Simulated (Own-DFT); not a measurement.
# Response to strain: hcp Hf, 36 atoms (Hf36)

These are calculations, not measurements. The program, named Own-DFT, is a retired in-house plane-wave density functional code that no person has reviewed. Each row is one single-point run on a periodic cell that was not relaxed, without spin or spin-orbit coupling.

Settings of every run: PBE; PseudoDojo norm-conserving scalar-relativistic files; cutoff 42 hartree; 4 x 4 x 4 k mesh centred on Gamma; cold (Marzari-Vanderbilt) smearing of 0.2 eV.

Known limits: hafnium file: forces about 75 meV/angstrom off all-electron values; forces on such cells passed a denser k mesh, each cell not checked; stress not checked against mesh or cutoff.

Unstrained cell vectors in Å: (9.589, 0.000, 0.000); (-4.795, 8.304, 0.000); (0.000, 0.000, 10.102). The unstrained cell has measured lattice constants (interpolated for alloys), not those of this functional. That, the random moves and any unrelaxed bonds set the pressure at no strain. Each run strains this cell uniformly, with the atoms carried along. Every atom was also moved at random, by a Gaussian of width 0.05 Å on each axis. Strain is the symmetric tensor, in per cent. Stress is positive in tension, and the pressure is minus a third of its trace.

| run | e_xx (%) | e_yy (%) | e_zz (%) | e_yz (%) | e_xz (%) | e_xy (%) | s_xx (GPa) | s_yy (GPa) | s_zz (GPa) | s_yz (GPa) | s_xz (GPa) | s_xy (GPa) | P (GPa) | E (meV/atom) |
|---|---|---|---|---|---|---|---|---|---|---|---|---|---|---|
| 1 | 1.45 | 1.51 | -1.47 | 1.97 | 0.92 | 1.63 | 1.70 | 1.09 | -2.62 | 2.06 | 0.83 | 1.88 | -0.06 | 11.0 |
| 2 | 1.59 | 0.87 | 0.41 | 1.91 | -0.27 | -0.92 | 2.36 | 1.62 | 0.91 | 1.92 | -0.26 | -1.02 | -1.63 | 8.0 |
| 3 | 0.60 | -0.37 | 0.80 | 1.80 | -1.12 | 1.13 | 0.28 | -1.26 | -0.02 | 1.72 | -1.19 | 1.81 | 0.33 | 11.7 |
| 4 | -0.65 | 1.57 | -1.34 | 0.67 | 0.31 | -1.85 | -2.53 | 0.25 | -3.57 | 0.63 | 0.32 | -1.96 | 1.95 | 6.7 |
| 5 | 1.49 | -1.49 | 0.38 | -0.60 | 1.84 | -1.83 | 1.17 | -3.49 | -0.90 | -0.58 | 1.61 | -2.23 | 1.07 | 18.1 |
| 6 | -1.73 | -0.90 | 1.25 | -0.19 | -1.80 | -1.15 | -4.74 | -3.01 | -1.08 | -0.27 | -1.81 | -1.56 | 2.94 | 15.0 |
| 7 | 0.90 | -0.34 | 1.66 | -1.81 | 0.47 | 0.73 | 1.66 | -0.61 | 2.11 | -1.80 | 0.48 | 0.76 | -1.05 | 4.6 |
| 8 | -1.91 | 1.27 | 1.07 | 0.50 | -1.47 | -1.98 | -3.90 | 0.66 | 0.33 | 0.43 | -1.41 | -2.04 | 0.97 | 12.2 |
| 9 | 0.05 | 0.42 | -1.64 | 0.19 | -1.47 | 0.99 | -2.42 | -1.29 | -4.96 | 0.21 | -1.59 | 1.39 | 2.89 | 12.6 |
| 10 | -1.01 | 1.77 | -1.13 | -0.19 | 0.74 | 0.57 | -3.05 | 0.81 | -3.61 | -0.24 | 0.85 | 0.70 | 1.95 | 7.6 |
| 11 | -1.57 | 1.08 | -0.85 | 1.97 | 1.39 | 0.04 | -4.32 | -0.78 | -4.05 | 1.93 | 1.42 | 0.21 | 3.05 | 16.5 |
| 12 | -0.21 | -1.71 | -1.14 | 0.70 | -1.67 | -0.14 | -3.92 | -5.56 | -5.63 | 0.71 | -1.63 | -0.22 | 5.04 | 17.8 |
| 13 | -0.31 | -0.99 | -0.58 | -1.42 | 1.08 | -1.93 | -2.95 | -4.24 | -4.00 | -1.27 | 0.84 | -2.92 | 3.73 | 25.0 |
| 14 | -0.05 | -0.91 | 1.19 | 0.66 | 0.21 | -0.04 | -1.28 | -1.98 | 0.31 | 0.70 | 0.11 | 0.10 | 0.98 | 0.0 |
| 15 | 1.35 | 1.14 | 1.38 | 1.30 | 1.86 | -0.47 | 2.62 | 2.48 | 2.39 | 1.32 | 1.78 | -0.84 | -2.50 | 16.6 |
| 16 | -0.12 | -1.50 | 1.67 | -0.07 | 1.67 | -1.39 | ? | ? | ? | ? | ? | ? | ? | ? |

E is the free energy for each atom above the lowest run shown.

## Worked fit

Each stress component was fitted by least squares to a constant and the strains of the runs shown, as fractions, with shears doubled. Shear strains stay in the fit of a normal stress only where such slopes are resolved. The slopes, in GPa:

| stress | at no strain | per e_xx | per e_yy | per e_zz | scatter |
|---|---|---|---|---|---|
| s_xx | -1.4 | 204 ± 5 | 61 ± 6 | 66 ± 6 | 0.25 |
| s_yy | -1.4 | 51 ± 6 | 194 ± 6 | 70 ± 6 | 0.25 |
| s_zz | -1.8 | 68 ± 5 | 72 ± 5 | 208 ± 5 | 0.23 |

Each shear stress against twice its own strain: yz 49 ± 1, xz 49 ± 1, xy 61 ± 3 GPa. These are stiffnesses along x, y and z of the frame in which the cell vectors are given, which need not be the crystal's axes. The atoms are held to the strained lattice; where symmetry lets them move under strain, relaxing them would lower some slopes. The table should be nearly symmetric about its diagonal, and what it lacks of that shows the noise. A ninth of its sum, 110 ± 2 GPa, estimates the bulk modulus near the mean pressure of these runs, 1.3 GPa.

## Withheld run

Question: what normal stresses and pressure should run 16 give?

The fit gives s_xx = -1.5, s_yy = -3.2, s_zz = 0.5 and P = 1.4 GPa. The calculation gave -1.29, -3.27, 0.76 and P = 1.26 GPa.
